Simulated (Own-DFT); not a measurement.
GaP (zincblende, strained, atoms displaced), SiC (twinned 3C silicon carbide, atoms displaced) (calculated)

All values are calculated (Own-DFT development build). A calculation, not a measurement: plane-wave PBE density functional theory by an unreviewed code, no spin, of a simulated periodic cell, stress positive in tension, free energy of the whole cell less one offset for each atom, forces on such cells passed a denser k mesh, this cell's mesh not checked; offsets are fitted by least squares, one for each functional and potential file, so energies compare only between cells with the same atoms and settings and are not formation energies; the far tail of each file's local potential was reset to the Coulomb form; each entry is a single point on an unrelaxed cell, so the pressure reflects the starting lattice, mostly measured values (interpolated for alloys), from which strain is counted, and rises with the displacements; printed positions are rounded, which can move forces by about a meV/angstrom; the program, named Own-DFT, is a retired in-house code; no spin-orbit coupling.

Common to all runs: functional PBE; potential files PseudoDojo norm-conserving, scalar-relativistic, standard set; wave cutoff 42 hartree; occupations Fermi-Dirac; smearing width 0.1 eV; hardware one NVIDIA H100.

(1) GaP (zincblende, strained, atoms displaced)

```
GaP
1.0
     10.8620     0.0000     0.0000
      0.0000    10.8620     0.0000
      0.0000     0.0000    10.9439
Ga P Ga P Ga P Ga P Ga P Ga P Ga P Ga P
4 4 4 4 4 4 4 4 4 4 4 4 4 4 4 4
Direct
  0.98484 0.00427 0.00998
  0.00559 0.24896 0.25624
  0.25087 0.01244 0.24301
  0.24206 0.25489 0.00439
  0.13470 0.13007 0.12530
  0.12273 0.36748 0.37354
  0.36197 0.13071 0.36519
  0.38617 0.36449 0.11829
  0.99097 0.01203 0.50449
  0.99697 0.24607 0.73046
  0.24920 0.00110 0.74385
  0.24692 0.25702 0.49751
  0.12488 0.12639 0.62406
  0.11247 0.38261 0.87481
  0.38227 0.12245 0.85897
  0.38159 0.37396 0.61964
  0.98258 0.50117 0.00694
  0.99560 0.74716 0.25374
  0.24295 0.48460 0.24125
  0.24936 0.74631 0.99311
  0.13571 0.62095 0.12436
  0.11890 0.87101 0.38075
  0.38372 0.62269 0.37107
  0.35941 0.87538 0.12884
  0.00017 0.50131 0.50543
  0.99958 0.75215 0.74467
  0.25934 0.50840 0.75200
  0.25567 0.76183 0.49450
  0.12281 0.62917 0.62155
  0.13452 0.89825 0.88158
  0.37373 0.62141 0.87347
  0.37654 0.87013 0.62195
  0.49020 0.00690 0.99062
  0.50054 0.24549 0.26565
  0.74429 0.00477 0.24424
  0.75648 0.24616 0.99127
  0.61888 0.12510 0.11183
  0.64158 0.37691 0.36207
  0.88586 0.12394 0.36526
  0.87023 0.38412 0.12454
  0.50352 0.99021 0.48759
  0.50651 0.26041 0.74597
  0.75220 0.00024 0.74805
  0.74815 0.24789 0.49272
  0.63472 0.12579 0.62358
  0.63714 0.36525 0.87485
  0.87433 0.10968 0.86827
  0.87766 0.37322 0.61098
  0.49831 0.50264 0.00781
  0.51427 0.75938 0.25594
  0.75080 0.49171 0.24925
  0.75848 0.74686 0.00622
  0.62535 0.62905 0.13399
  0.62424 0.87162 0.38249
  0.87501 0.63364 0.37345
  0.87719 0.86830 0.11711
  0.49912 0.50421 0.50071
  0.48850 0.76504 0.74907
  0.74634 0.49603 0.75215
  0.74027 0.75201 0.50482
  0.63228 0.61710 0.62576
  0.61907 0.87486 0.85960
  0.86758 0.62747 0.87054
  0.87144 0.88122 0.63266
```

Settings of this run: k mesh 3 x 3 x 3 centred on Gamma.

It finds free energy of cell above offsets -29.324 eV; pressure 4.41 GPa; stress xx -4.48 GPa; stress yy -4.57 GPa; stress zz -4.2 GPa; stress yz 0.91 GPa; stress xz -0.63 GPa; stress xy -0.8 GPa; wall time 556.1 s.

Force:
```
element  x (eV/Å)  y (eV/Å)  z (eV/Å)
     Ga     2.046     0.434    -0.566
     Ga    -0.272     0.253     -1.84
     Ga    -0.922    -1.989     0.712
     Ga     0.836     0.356    -2.031
      P    -2.507    -0.098     -0.29
      P     0.013     1.775     0.633
      P     1.291    -0.547     2.085
      P    -0.742     0.137      1.01
     Ga     0.727    -1.488     -0.05
     Ga    -0.142     0.648     1.955
     Ga      0.69     0.206     -0.28
     Ga     0.348    -0.674     0.615
      P     0.809    -0.175    -0.817
      P     0.505    -0.571    -0.398
      P    -1.174     1.538     0.263
      P    -0.726     0.445     0.279
     Ga     1.796     1.253    -1.195
     Ga     1.367     0.245    -0.895
     Ga     1.497     0.342     0.348
     Ga    -0.302     0.637     0.194
      P    -1.852     0.319    -0.179
      P     -0.01     1.673    -0.689
      P     -1.07     0.267    -0.386
      P     2.068    -0.266    -0.508
     Ga     0.288     0.564     -1.23
     Ga     0.457     0.516     1.052
     Ga    -1.754    -1.303    -0.999
     Ga    -0.333     -1.78    -0.345
      P     1.157     0.048     0.166
      P    -1.368        -2      0.08
      P     1.397     1.091     0.578
      P    -0.741     1.787    -0.829
     Ga     0.254    -1.564      0.42
     Ga     0.894     0.547    -1.703
     Ga     0.327    -0.442    -0.194
     Ga     0.558     -0.62     0.831
      P     0.311      0.24     1.152
      P    -2.763    -1.335     2.394
      P    -1.947    -0.212     0.308
      P     0.308    -2.589      0.31
     Ga    -1.361     2.113     1.558
     Ga     0.136    -1.137    -0.057
     Ga    -1.324    -0.348     0.077
     Ga     0.705    -0.154    -0.329
      P    -1.173     -0.05    -0.702
      P    -1.447     1.524     0.139
      P     0.653     2.113     0.382
      P    -1.084    -0.034      1.04
     Ga     0.837     0.025    -0.689
     Ga    -2.215    -0.683    -1.001
     Ga     0.905      2.72    -0.583
     Ga    -1.869    -0.279     -1.38
      P      0.42    -0.325    -0.831
      P     1.676     0.822    -1.256
      P    -0.917    -1.382     0.807
      P    -0.206     0.544     2.012
     Ga     0.928    -0.271    -0.546
     Ga     1.028    -2.547     0.301
     Ga     0.934    -0.309    -0.396
     Ga     1.521    -0.395     0.474
      P    -1.422     0.825     0.249
      P     0.832     0.417     2.202
      P     0.786    -0.121     0.072
      P     0.343    -0.735    -1.504
```

(2) GaP (zincblende, strained, atoms displaced)

```
GaP
1.0
     10.8620     0.0000     0.0000
      0.0000    10.8620     0.0000
      0.0000     0.0000    10.9439
Ga P Ga P Ga P Ga P Ga P Ga P Ga P Ga P
4 4 4 4 4 4 4 4 4 4 4 4 4 4 4 4
Direct
  0.99372 0.99767 0.00201
  0.00064 0.24753 0.25565
  0.25312 0.99071 0.24820
  0.24618 0.25307 0.99277
  0.11844 0.11994 0.11776
  0.11449 0.38741 0.37562
  0.37960 0.12164 0.38003
  0.37765 0.38004 0.12638
  0.00172 0.00711 0.50390
  0.99961 0.25366 0.75276
  0.25057 0.99915 0.74463
  0.23914 0.25865 0.50072
  0.13019 0.12226 0.60974
  0.12569 0.37891 0.87364
  0.37661 0.12782 0.87357
  0.37098 0.37151 0.62212
  0.99050 0.50018 0.00120
  0.99234 0.75029 0.24751
  0.25123 0.49788 0.24656
  0.24148 0.75904 0.01170
  0.12558 0.61892 0.12772
  0.12957 0.87684 0.38208
  0.37406 0.62502 0.37272
  0.37502 0.89046 0.13254
  0.00090 0.51209 0.47852
  0.00167 0.75029 0.73222
  0.25929 0.50757 0.74909
  0.25100 0.74769 0.50117
  0.12455 0.63556 0.62479
  0.12114 0.87159 0.88224
  0.38080 0.62697 0.88060
  0.38326 0.86681 0.62690
  0.48993 0.99859 0.01534
  0.49809 0.25392 0.23436
  0.74726 0.00783 0.24946
  0.74591 0.25548 0.00712
  0.63054 0.12571 0.11920
  0.62341 0.37198 0.37281
  0.87126 0.11189 0.37880
  0.87106 0.36989 0.11531
  0.49622 0.99159 0.49779
  0.50096 0.23507 0.75467
  0.74669 0.00334 0.75842
  0.75504 0.24157 0.49181
  0.62503 0.12177 0.63201
  0.61138 0.38283 0.86155
  0.88339 0.11607 0.87442
  0.88846 0.37965 0.62925
  0.49782 0.50614 0.01337
  0.49378 0.75404 0.25522
  0.75724 0.50824 0.26065
  0.73256 0.73751 0.99266
  0.61464 0.63142 0.12361
  0.61395 0.88935 0.37276
  0.88149 0.64942 0.39447
  0.86566 0.85959 0.12308
  0.49360 0.51336 0.50699
  0.50224 0.74850 0.76153
  0.74765 0.50425 0.74137
  0.74331 0.75778 0.49485
  0.62106 0.62795 0.63487
  0.62791 0.87977 0.87320
  0.87959 0.62622 0.88209
  0.86393 0.87922 0.62994
```

Settings of this run: k mesh 3 x 3 x 3 centred on Gamma.

The calculation gives: free energy of cell above offsets -30.008 eV; pressure 4.14 GPa; stress xx -4.57 GPa; stress yy -4.31 GPa; stress zz -3.56 GPa; stress yz 0.52 GPa; stress xz 0.32 GPa; stress xy 0.46 GPa; wall time 531.8 s.

Force:
```
element  x (eV/Å)  y (eV/Å)  z (eV/Å)
     Ga    -0.096    -1.132      0.31
     Ga    -0.496    -0.248    -0.708
     Ga    -1.642     2.299     1.687
     Ga     0.158    -0.136     0.573
      P     1.002     0.592     1.194
      P     1.584    -1.673    -1.382
      P    -0.929     1.231    -1.038
      P    -1.294    -0.734    -0.726
     Ga    -0.628     -1.74    -0.198
     Ga     0.777    -0.882    -0.138
     Ga     0.038    -0.398     0.425
     Ga     0.985     -0.03    -0.982
      P    -0.325     0.717     2.343
      P    -0.059      0.63    -0.117
      P    -0.946    -1.179     0.941
      P     0.508     0.302     0.466
     Ga     1.173    -0.457    -0.077
     Ga     1.406     0.341     0.311
     Ga    -0.108     0.074     0.575
     Ga      0.97    -0.604    -0.476
      P    -0.669     0.505     0.022
      P     -0.77    -0.262    -0.864
      P    -0.451     0.037     0.109
      P    -0.182    -3.369    -0.354
     Ga    -0.261     0.017     3.376
     Ga     -1.15     0.977     2.202
     Ga    -0.632    -0.309     0.015
     Ga     0.369     0.508    -0.044
      P      0.92    -2.135    -0.871
      P    -0.068     0.517    -1.388
      P    -1.111     0.401     0.811
      P    -0.723     0.152     0.185
     Ga     1.786     1.177    -2.476
     Ga     0.626    -0.975     1.677
     Ga     0.147    -1.339    -0.623
     Ga    -0.468    -0.351    -2.748
      P    -0.958    -0.068      0.39
      P     0.065     0.683     0.363
      P     0.935     1.023     -0.71
      P     0.784     1.087     2.393
     Ga    -0.303     1.327     1.707
     Ga     0.043     1.584    -0.904
     Ga     0.523     0.288    -0.457
     Ga    -0.588     1.135      1.42
      P     0.217    -0.164    -1.364
      P     0.904    -0.273     1.531
      P    -1.091     1.592     0.096
      P    -1.179     0.242    -1.633
     Ga     0.054    -0.714     -1.73
     Ga     0.248     0.328    -0.388
     Ga    -0.327    -0.167    -0.391
     Ga     1.165     0.874    -0.191
      P     0.872     -0.24     1.804
      P     1.543    -1.645    -0.835
      P     -0.97    -1.091     -2.25
      P    -0.503     1.366    -0.214
     Ga     0.546    -1.422    -0.245
     Ga     0.033      0.55    -0.248
     Ga     1.063    -0.676     1.031
     Ga    -1.357     0.881     1.358
      P     0.273     0.715    -1.505
      P    -1.241    -0.235     1.306
      P    -0.887     0.369    -1.707
      P     0.691     0.131    -0.639
```

(3) SiC (twinned 3C silicon carbide, atoms displaced)

```
SiC
1.0
      4.3596    -4.3596     0.0000
      0.0000     4.3596    -4.3596
      8.7192     8.7192     8.7192
Si C Si C Si C Si C Si C Si C Si C Si C Si C Si C Si C Si C Si C Si C Si C Si C Si C Si C Si C Si C Si C Si C Si C Si C
1 1 1 1 1 1 1 1 1 1 1 1 1 1 1 1 1 1 1 1 1 1 1 1 1 1 1 1 1 1 1 1 1 1 1 1 1 1 1 1 1 1 1 1 1 1 1 1
Direct
  0.99910 0.99840 0.43864
  0.99757 0.00823 0.06035
  0.16181 0.32823 0.10501
  0.17041 0.33076 0.23010
  0.33477 0.17372 0.26756
  0.33364 0.16402 0.39569
  0.99757 0.49920 0.43653
  0.99710 0.50132 0.05937
  0.16531 0.83669 0.10201
  0.16453 0.82963 0.22704
  0.33846 0.66195 0.26909
  0.33232 0.67167 0.39300
  0.49816 0.99855 0.43956
  0.50391 0.00269 0.06182
  0.65787 0.33275 0.10394
  0.66309 0.33365 0.22915
  0.82781 0.16953 0.26692
  0.82748 0.17248 0.39616
  0.50770 0.50634 0.43477
  0.50240 0.49849 0.06171
  0.66833 0.83282 0.10455
  0.66131 0.83046 0.23185
  0.83383 0.67101 0.26855
  0.82938 0.66328 0.39887
  0.99703 0.99393 0.94000
  0.99269 0.00036 0.56350
  0.83645 0.67420 0.60386
  0.83465 0.66992 0.72885
  0.67473 0.84187 0.76932
  0.67589 0.84278 0.89344
  0.00041 0.49477 0.93983
  0.99743 0.49592 0.56629
  0.82897 0.16679 0.60469
  0.82706 0.16349 0.72970
  0.66716 0.33954 0.76881
  0.67889 0.33762 0.89543
  0.51213 0.00252 0.93486
  0.49661 0.00390 0.56259
  0.32430 0.66304 0.60134
  0.32828 0.65876 0.73257
  0.16830 0.83579 0.76936
  0.16342 0.84470 0.89563
  0.50694 0.51308 0.93828
  0.49839 0.49175 0.56401
  0.33488 0.17035 0.60400
  0.33780 0.16702 0.73100
  0.17164 0.33777 0.76885
  0.16112 0.32807 0.89340
```

Settings of this run: k mesh 5 x 5 x 2 centred on Gamma.

The calculation gives: free energy of cell above offsets -7.064 eV; pressure 3.77 GPa; stress xx -3.27 GPa; stress yy -3.75 GPa; stress zz -4.3 GPa; stress yz 0.27 GPa; stress xz 0.26 GPa; stress xy 0.09 GPa; wall time 181.8 s.

Force:
```
element  x (eV/Å)  y (eV/Å)  z (eV/Å)
     Si    -0.272     0.285    -0.909
      C     0.799     0.055     1.763
     Si     0.047      0.24    -1.575
      C    -1.396     0.565    -0.651
     Si     0.594    -0.302     2.514
      C    -0.421     0.258    -0.622
     Si     0.684     0.207     0.317
      C     1.352     1.108     1.424
     Si    -0.035    -0.526     0.149
      C     0.361     0.076    -0.351
     Si    -0.808     1.761    -0.111
      C     0.464    -0.156     0.903
     Si    -0.553      -0.2    -0.924
      C     -0.23      0.08     0.488
     Si     0.746    -1.307    -0.291
      C    -0.099    -0.191    -0.923
     Si     1.359     0.443     1.228
      C         0    -1.428     0.329
     Si    -0.937     1.118     1.771
      C    -0.211     1.383    -0.068
     Si    -0.445     0.401    -0.058
      C     0.139    -1.059    -1.388
     Si     0.888     0.126     0.906
      C      0.06    -1.002    -1.725
     Si    -0.275    -0.281    -2.289
      C     0.594    -0.438    -0.443
     Si    -0.404    -0.022      1.05
      C    -0.053    -0.116    -0.466
     Si    -0.837     0.051     1.094
      C    -0.215    -0.012     1.069
     Si    -0.639    -0.913     -2.12
      C     -1.08    -0.195    -1.257
     Si     0.052     0.146     0.479
      C     0.392    -0.314    -1.278
     Si     0.978     0.012     0.798
      C    -1.032     0.941    -0.209
     Si    -1.012     1.627     -0.28
      C    -0.031    -0.442     0.849
     Si     1.886    -0.018     0.574
      C      0.11    -0.377    -2.325
     Si     0.415     0.458     0.841
      C     0.933    -1.894     1.253
     Si    -1.436    -1.529     0.574
      C    -0.202      0.52     -1.91
     Si    -0.311     0.386      0.91
      C    -0.993     -0.16    -0.776
     Si     -0.39     0.346     1.656
      C     1.465     0.291      0.01
```
